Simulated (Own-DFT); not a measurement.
# What random displacements cost in diamond germanium, 16 atoms (Ge16)

All numbers below are calculated, not measured. The program, named Own-DFT, is a retired in-house plane-wave density functional code that no person has reviewed. Each row is one single-point run on a periodic cell that was not relaxed, without spin or spin-orbit coupling.

Settings of every run: PBE; PseudoDojo norm-conserving scalar-relativistic files; cutoff 42 hartree; 5 x 5 x 5 k mesh centred on Gamma; Fermi-Dirac smearing of 0.1 eV.

Known limits, some of them of some rows only: some atoms lie very close together; k mesh not checked against a denser one; stress not checked against mesh or cutoff.

Cell vectors in Å: (0.000, 5.658, 5.658); (5.658, 0.000, 5.658); (5.658, 5.658, 0.000). In each run every atom was moved at random and independently from its ideal site; u is the rms move along one axis. E is the free energy for each atom above the fitted value at u = 0, and F the rms of the force components.

```
run,u (Å),E (meV/atom),F (eV/Å),largest force (eV/Å),P (GPa)
1,0.0165,4.8,0.192,0.58,3.83
2,0.0198,8.1,0.266,0.80,3.86
3,0.0216,9.3,0.306,0.80,3.89
4,0.0468,41.1,0.692,1.73,4.30
5,0.0472,?,?,?,?
6,0.0472,47.8,0.791,2.44,4.46
7,0.0895,151.1,1.368,3.32,5.58
8,0.1124,302.7,2.353,8.69,7.64
9,0.1544,674.7,4.791,19.47,13.12
```

## Worked fit

For small independent moves the energy grows as E = (3/2) K u², with K the mean stiffness felt by one atom. The runs with u up to 0.11 Å give K = 13.1 ± 0.5 eV/Å², with residuals divided by u² + 0.0006 Å², since the noise grows with the moves. The scatter is 2.9 meV/atom at u = 0.05 Å. The forces follow F = G u with G = 14.4 eV/Å²; no force at u = 0 is resolved. G exceeds K because the moves of its neighbours add to the force on an atom, and stiffness differs between atoms. At u = 0.154 Å the parabola gives 468 meV/atom and the run 675. The pressure follows P = 3.81 + 225 u² GPa: at fixed volume, shortened bonds push harder than stretched ones pull.

## Withheld run

Question: what energy and rms force should run 5 give?

The fit gives 44 ± 3 meV/atom and about 0.68 eV/Å. The calculation gave 48.8 meV/atom and 0.774 eV/Å.
